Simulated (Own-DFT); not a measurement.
# Two functionals across a range of volumes: D0_22 TiAl3, 40 atoms (Al30Ti10)

Calculated, not measured: single-point runs of Own-DFT, a retired in-house plane-wave DFT program that no person has reviewed, on unrelaxed cells, without spin or spin-orbit coupling.

Limits: forces on such cells failed a check on a denser k mesh; stress not checked against mesh or cutoff.

Each geometry was run with PBE and with PBEsol, otherwise alike: PseudoDojo norm-conserving scalar-relativistic files made for PBE; cutoff 42 hartree; 4 x 4 x 4 k mesh centred on Gamma; cold (Marzari-Vanderbilt) smearing of 0.2 eV. Unstrained cell vectors in Å: (-2.365, -6.981, 4.326); (-7.667, 3.491, 1.442); (-2.950, -3.488, -7.241). Each has a uniform strain, of which the change of volume is shown, and random moves of rms u per axis.

```
run,volume change (%),u (Å),P with PBE (GPa),P with PBEsol (GPa)
1,-0.17,0.0475,3.07,1.16
2,3.42,0.0553,-0.43,-2.27
3,-2.11,0.0474,5.55,3.59
4,-1.04,0.0495,4.13,2.20
5,-3.29,0.0517,6.91,4.92
6,-2.71,0.0512,6.10,4.13
7,-1.62,0.0486,4.70,2.76
8,-3.64,0.0507,7.56,5.56
9,1.43,0.0553,1.27,-0.60
10,-0.25,0.0496,3.12,?
```

The question: by how much does PBEsol shrink this cell, and what belongs in the blank?

## Working it out

Write v for the change of volume as a fraction. Fitted to v and u², the PBE pressure has a slope of -116 ± 4 GPa in v, with the ions held to the strained lattice. The difference PBEsol less PBE is -1.91 + 2.3 v GPa (slope ± 0.1) and averages -1.93 GPa. Divided by the mean slope of the two, 115 GPa, that makes PBEsol's volume at a given pressure, near 3 GPa, about 1.7 % smaller, or 0.56 % in lengths. At one volume PBEsol's slope is the smaller by 2 GPa, but its pressure there is lower too. If stiffness rises by about 4 GPa for each GPa, PBEsol at equal pressure is stiffer by about 5 GPa. Files made for PBEsol would give a different shift.

For run 10 the line gives 1.21 GPa. DFT gave 1.22 GPa.
